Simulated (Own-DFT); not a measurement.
# What a defect does to the pressure of its cell: C40 NbSi2

Everything here is calculated. The program is Own-DFT (plane waves, in-house, since retired, never reviewed by a person); positions were held fixed, and spin and spin-orbit coupling were off.

Common settings: PBE; PseudoDojo norm-conserving scalar-relativistic files; cutoff 42 hartree; 4 x 4 x 5 k mesh centred on Gamma; cold (Marzari-Vanderbilt) smearing of 0.2 eV.

Limits: forces on such cells failed a check on a denser k mesh; stress not checked against mesh or cutoff.

All runs share one cell, with vectors in Å (0.000, 8.324, 0.000); (-9.613, 0.000, 0.000); (0.000, 0.000, 6.586) and a volume of 527.0 Å³. The atoms are randomly displaced, by u rms on each axis. The defect's site can differ from row to row.

| cell | formula | u (Å) | P (GPa) |
|---|---|---|---|
| no defect | Nb12Si24 | 0.0213 | 1.51 |
| no defect | Nb12Si24 | 0.0430 | 2.34 |
| no defect | Nb12Si24 | 0.0476 | 2.65 |
| two Nb on a Si site each | Nb14Si22 | 0.0311 | 7.46 |
| two Nb on a Si site each | Nb14Si22 | 0.0458 | 8.20 |
| two Nb on a Si site each | Nb14Si22 | 0.0500 | 8.57 |
| two Si on a Nb site each | Nb10Si26 | 0.0280 | ? |
| two Si on a Nb site each | Nb10Si26 | 0.0297 | 1.52 |
| two Si on a Nb site each | Nb10Si26 | 0.0456 | 2.37 |
| two Si on a Nb site each | Nb10Si26 | 0.0506 | 2.40 |
| one Si vacancy | Nb12Si23 | 0.0278 | 0.97 |
| one Si vacancy | Nb12Si23 | 0.0298 | 1.12 |
| one Si vacancy | Nb12Si23 | 0.0510 | 2.18 |

## What the rows give

P = P0 + c u² + a shift for each defect gives P0 = 1.20 GPa, c = 631 ± 35 GPa/Å² and a scatter of 0.09 GPa. The shifts, and each times the cell's volume:

- two Nb on a Si site each: 5.70 ± 0.07 GPa, 18.7 eV (9.4 eV for each of its 2 sites)
- two Si on a Nb site each: -0.27 ± 0.07 GPa, -0.9 eV (-0.4 eV for each of its 2 sites)
- one Si vacancy: -0.68 ± 0.07 GPa, -2.2 eV

Against the defect-free cell, a freed cell would be larger where the shift is positive and smaller where it is negative (160.2 GPa Å³ is 1 eV). The atoms around the defects weren't relaxed, which would change these numbers.

## Check

Q: what pressure belongs in the blank (two Si on a Nb site each, u = 0.0280 Å)?

From the fit: 1.43 ± 0.11 GPa. DFT gave 1.64 GPa.
